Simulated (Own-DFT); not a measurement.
# What random displacements cost in grey tin, 64 atoms (Sn64)

These are calculations, not measurements. The program, named Own-DFT, is a retired in-house plane-wave density functional code that no person has reviewed. Each row is one single-point run on a periodic cell that was not relaxed, without spin or spin-orbit coupling.

Settings of every run: PBE; PseudoDojo norm-conserving scalar-relativistic files; cutoff 42 hartree; 3 x 3 x 3 k mesh centred on Gamma; cold (Marzari-Vanderbilt) smearing of 0.2 eV.

Known limits: forces on such cells moved up to 12 meV/angstrom on a denser k mesh; stress not checked against mesh or cutoff.

Cell vectors in Å: (12.978, 0.000, 0.000); (0.000, 12.978, 0.000); (0.000, 0.000, 12.978). In each run every atom was moved at random and independently from its ideal site; u is the rms move along one axis. E is the free energy for each atom above the fitted value at u = 0, and F the rms of the force components.

| run | u (Å) | E (meV/atom) | F (eV/Å) | largest force (eV/Å) | P (GPa) |
|---|---|---|---|---|---|
| 1 | 0.0188 | 4.4 | 0.199 | 0.62 | 3.37 |
| 2 | 0.0199 | 5.0 | 0.219 | 0.83 | 3.38 |
| 3 | 0.0214 | 5.8 | 0.233 | 0.90 | 3.39 |
| 4 | 0.0489 | 28.8 | 0.503 | 1.63 | 3.59 |
| 5 | 0.0499 | ? | ? | ? | ? |
| 6 | 0.0993 | 136.6 | 1.235 | 6.22 | 4.59 |
| 7 | 0.1023 | 119.5 | 1.038 | 3.90 | 4.39 |
| 8 | 0.1496 | 298.7 | 1.980 | 10.18 | 6.18 |

## Worked fit

For small independent moves the energy grows as E = (3/2) K u², with K the mean stiffness felt by one atom. The runs with u up to 0.11 Å give K = 8.3 ± 0.4 eV/Å², with residuals divided by u² + 0.0006 Å², since the noise grows with the moves. The scatter is 2.6 meV/atom at u = 0.05 Å. The forces follow F = G u with G = 10.9 eV/Å²; no force at u = 0 is resolved. G exceeds K because the moves of its neighbours add to the force on an atom, and stiffness differs between atoms. At u = 0.150 Å the parabola gives 280 meV/atom and the run 299. The pressure follows P = 3.33 + 113 u² GPa: at fixed volume, shortened bonds push harder than stretched ones pull.

## Withheld run

Question: what energy and rms force should run 5 give?

The fit gives 31 ± 3 meV/atom and about 0.54 eV/Å. The calculation gave 31.7 meV/atom and 0.544 eV/Å.
